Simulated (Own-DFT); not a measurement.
Simulation results for Si$_{3}$N$_{4}$ (beta silicon nitride, strained, atoms displaced)

Computed with Own-DFT development build. A calculation, not a measurement: plane-wave PBE density functional theory by an unreviewed code, no spin, of a simulated periodic cell, stress positive in tension, free energy of the whole cell less one offset for each atom, forces on such cells moved up to 12 meV/angstrom on a denser k mesh; offsets are fitted by least squares, one for each functional and potential file, so energies compare only between cells with the same atoms and settings and are not formation energies; the far tail of each file's local potential was reset to the Coulomb form; each entry is a single point on an unrelaxed cell, so the pressure reflects the starting lattice, mostly measured values (interpolated for alloys), from which strain is counted, and rises with the displacements; printed positions are rounded, which can move forces by about a meV/angstrom; the program, named Own-DFT, is a retired in-house code; no spin-orbit coupling; before rounding, a Quantum ESPRESSO 7.3.1 run of the same cell and cutoff gave forces within 1 meV/angstrom rms on each cell, which checks the program and not the settings.

```xyz
112
Lattice="15.1763 -0.1263 0.0879 -7.6975 13.4985 -0.0158 0.0336 0.0124 5.8333" Properties=species:S:1:pos:R:3:force_x:R:1:force_y:R:1:force_z:R:1 formula=Si3N4 functional=PBE potential_files=PseudoDojo_norm-conserving,scalar-relativistic,standard_set wave_cutoff=42 occupations=Fermi-Dirac smearing_width=0.1 k_mesh=2_x_2_x_4_centred_on_Gamma free_energy_of_cell_above_offsets=-8.211 pressure=3.06 stress_xx=-5.35 stress_yy=3.54 stress_zz=-7.37 stress_yz=-0.12 stress_xz=3.28 stress_xy=-1.75
Si    -1.5865     5.2457     0.7576     -0.708     -1.636     -2.099
Si     0.2162     2.6704     0.7693     -1.519      2.275      0.416
Si     1.3031     5.5515     0.6625      0.317     -0.822      2.455
Si     5.4144     1.4716     2.1987     -2.888     -0.157     -4.687
Si     3.6009     4.0644     2.1115     -3.104     -2.641      1.986
Si     2.4632     1.1578     2.2435      1.737      1.264     -0.681
N      2.3597     0.1722     0.8518      0.459      0.658     -3.322
N      6.2134     2.0729     0.7156     -1.815     -1.874     -0.741
N      2.7676     4.4867     0.6653      -1.22      0.577      1.257
N      1.3728     6.4882     2.2715      0.614      1.428     -3.478
N     -2.3569     4.7766     2.1802     -3.615     -1.491     -1.001
N      1.0787     2.1428     2.2142     -1.451      0.729     -0.965
N     -0.0811     4.4657     0.7704      2.597     -0.994     -0.282
N      3.8500     2.3125     2.2355     -1.128     -2.522     -0.846
Si    -1.5767     5.2333     3.5460      0.868     -1.161      3.496
Si     0.2523     2.6408     3.6035     -0.012      3.136      1.674
Si     1.3042     5.5144     3.5987      2.562     -0.463      2.748
Si     5.2884     1.5425     5.0793      3.348     -0.959      0.843
Si     3.5620     3.9251     5.1016      0.923      2.025     -0.654
Si     2.4389     1.1666     5.1759     -1.192     -0.888     -1.102
N      2.4468     0.1190     3.5428     -0.697      0.255      4.705
N      6.1386     1.9086     3.5307       3.13      1.407      6.415
N      2.7783     4.3786     3.6651     -1.129      1.655     -1.438
N      1.4251     6.5172     5.1265     -0.357      1.049     -1.454
N     -2.3529     4.7855     5.0802     -1.575     -0.431      0.363
N      0.9808     2.2560     5.1534      2.242     -1.994     -1.452
N      0.0192     4.4560     3.6031     -1.153     -1.416      0.094
N      3.7927     2.2544     5.0928     -1.244     -1.749      0.483
Si    -5.5077    11.9407     0.7527      2.791      2.188     -3.726
Si    -3.7358     9.5564     0.7282      3.359     -1.051      0.652
Si    -2.5476    12.2507     0.7574       0.25      0.247      0.482
Si     1.5562     8.2857     2.2461     -0.702     -1.075     -1.081
Si    -0.3146    10.7572     2.2135      1.977     -2.819     -1.341
Si    -1.5014     7.8945     2.2151       1.12      1.943     -1.752
N     -1.4376     6.9144     0.7657     -0.294      2.204     -0.998
N      2.3171     8.8448     0.7388      1.476     -0.755      1.217
N     -1.1544    11.2067     0.6939      0.062       0.31      2.078
N     -2.4708    13.2039     2.2180      0.376      1.292     -0.723
N     -6.2424    11.5335     2.0488     -5.039      -3.29      8.356
N     -2.9066     9.0360     2.2239      0.894     -1.067      -0.69
N     -3.9508    11.2402     0.7759      1.023      0.097     -0.419
N     -0.0360     8.9086     2.2123     -1.668      1.947     -0.457
Si    -5.5308    11.8494     3.6869      3.401      1.766     -2.149
Si    -3.6284     9.4614     3.7360      0.679      2.496     -1.125
Si    -2.4404    12.3455     3.7259     -0.109     -2.528     -2.051
Si     1.5645     8.3438     5.1603     -2.098     -2.088      0.469
Si    -0.3046    10.7052     5.1566      0.586     -1.671     -2.641
Si    -1.4233     7.8815     5.0550      0.875     -0.549      1.835
N     -1.3832     6.9526     3.6038     -0.741     -0.625      1.007
N      2.3596     8.6674     3.7237      2.296      1.433     -1.084
N     -1.0825    11.1504     3.6111     -1.944      2.057      2.854
N     -2.4191    13.2231     5.1429     -0.123      2.782      1.052
N     -6.2458    11.4038     5.1671     -1.956      0.054     -2.093
N     -2.7629     8.9388     5.1351     -2.157      1.098      0.525
N     -3.8281    11.3265     3.7433      -1.34     -2.854     -0.035
N     -0.0887     8.9444     5.0294      1.123      1.052      0.985
Si     5.9735     5.1009     0.8511      0.759       1.27     -1.622
Si     7.7955     2.6875     0.7545      0.675      0.587       1.59
Si     8.9458     5.3951     0.8042     -0.545      1.917     -1.846
Si    12.9731     1.4027     2.2666     -1.644       1.24     -0.764
Si    11.1175     3.9209     2.2917      3.141     -1.967     -1.059
Si     9.8878     1.0351     2.2477      2.638      1.681     -0.322
N      9.9943     0.0913     0.7593     -0.456      0.528      0.573
N     13.7491     1.9106     0.7952      0.657     -0.921      0.115
N     10.3482     4.4235     0.8219     -0.136     -0.043        0.6
N      8.9403     6.4035     2.1813      0.638      3.241      0.668
N      5.1320     4.5881     2.2351      2.811      2.369      1.379
N      8.6406     2.1710     2.2668     -2.488      0.871      -0.71
N      7.5756     4.4228     0.8811     -0.397     -1.176     -0.542
N     11.3651     2.1525     2.2840      0.114     -0.847     -0.541
Si     5.8983     5.1562     3.7537      2.405      0.593     -1.382
Si     7.7185     2.6313     3.7496      1.575       2.15     -1.693
Si     8.9783     5.5463     3.6411     -0.067     -2.076      2.292
Si    12.9920     1.3705     5.1541      -0.73      2.996      0.893
Si    11.1654     3.8957     5.2666      2.512      0.742     -2.974
Si    10.0348     1.1878     5.2036     -0.282     -2.312     -1.114
N      9.9590     0.2689     3.7273     -0.081     -3.842      1.154
N     13.8259     1.9358     3.7195     -1.213     -2.092      -0.38
N     10.4314     4.3700     3.7027     -2.892      2.396      2.537
N      8.8786     6.4305     5.1617      1.443      1.158      0.137
N      5.2150     4.6685     5.1875     -2.012     -1.194      0.641
N      8.6818     2.1808     5.1690     -2.617      1.309     -0.067
N      7.5580     4.5260     3.7136     -0.465     -2.608      0.069
N     11.3583     2.1843     5.1533      2.775     -0.415      0.672
Si     2.1071    11.8672     0.7728     -0.155     -1.343      0.313
Si     4.0551     9.4268     0.7336     -2.124     -0.197      1.817
Si     5.1390    12.2676     0.8092     -1.257     -6.246     -4.078
Si     9.1676     8.2518     2.2140      -1.55     -1.711      1.991
Si     7.2797    10.6220     2.2928      1.312      1.281     -2.657
Si     6.2329     7.7939     2.3121     -1.464      0.994     -3.272
N      6.0250     6.8705     0.7695      0.929      0.577      0.875
N      9.9878     8.5938     0.7992     -0.729      0.399     -0.896
N      6.5829    11.1862     0.7940     -2.332      1.057     -0.281
N      5.0953    13.0908     2.1165      0.699       5.17      7.263
N      1.3656    11.3518     2.3313     -1.841      0.505     -2.994
N      4.8362     8.9064     2.2254     -1.053      0.792      0.875
N      3.6472    11.0880     0.7293      2.941      2.099     -0.055
N      7.5355     8.9763     2.2460       1.39     -2.414      0.145
Si     2.1344    11.8565     3.7487     -0.997      3.236     -1.153
Si     3.9258     9.4529     3.7115      0.742      0.519     -1.218
Si     5.1603    12.3043     3.7328      -3.44     -1.771     -2.721
Si     9.1583     8.2539     5.1821     -2.269     -2.694      0.385
Si     7.2360    10.7298     5.0953      2.202     -2.937       2.74
Si     6.1677     7.9602     5.1022      1.966     -4.969      2.599
N      6.1487     6.9549     3.7475     -0.491      -2.66     -0.575
N      9.9450     8.6796     3.7662       0.46      0.263     -1.795
N      6.4149    11.1595     3.6744      1.196      0.356      0.337
N      5.1013    13.1454     5.1761      0.814      1.835      -0.37
N      1.2854    11.3919     5.0937     -0.551      0.102      2.994
N      4.8814     8.8976     5.1580     -4.519      3.509     -1.317
N      3.6634    11.2915     3.6522      4.224     -2.429      0.639
N      7.5309     8.8820     5.1177      1.672      3.272       0.23
```

Units: wave_cutoff in hartree; smearing_width, free_energy_of_cell_above_offsets in eV; pressure, stress_xx, stress_yy, stress_zz, stress_yz, stress_xz, stress_xy in GPa; force_x, force_y, force_z in eV/Å.
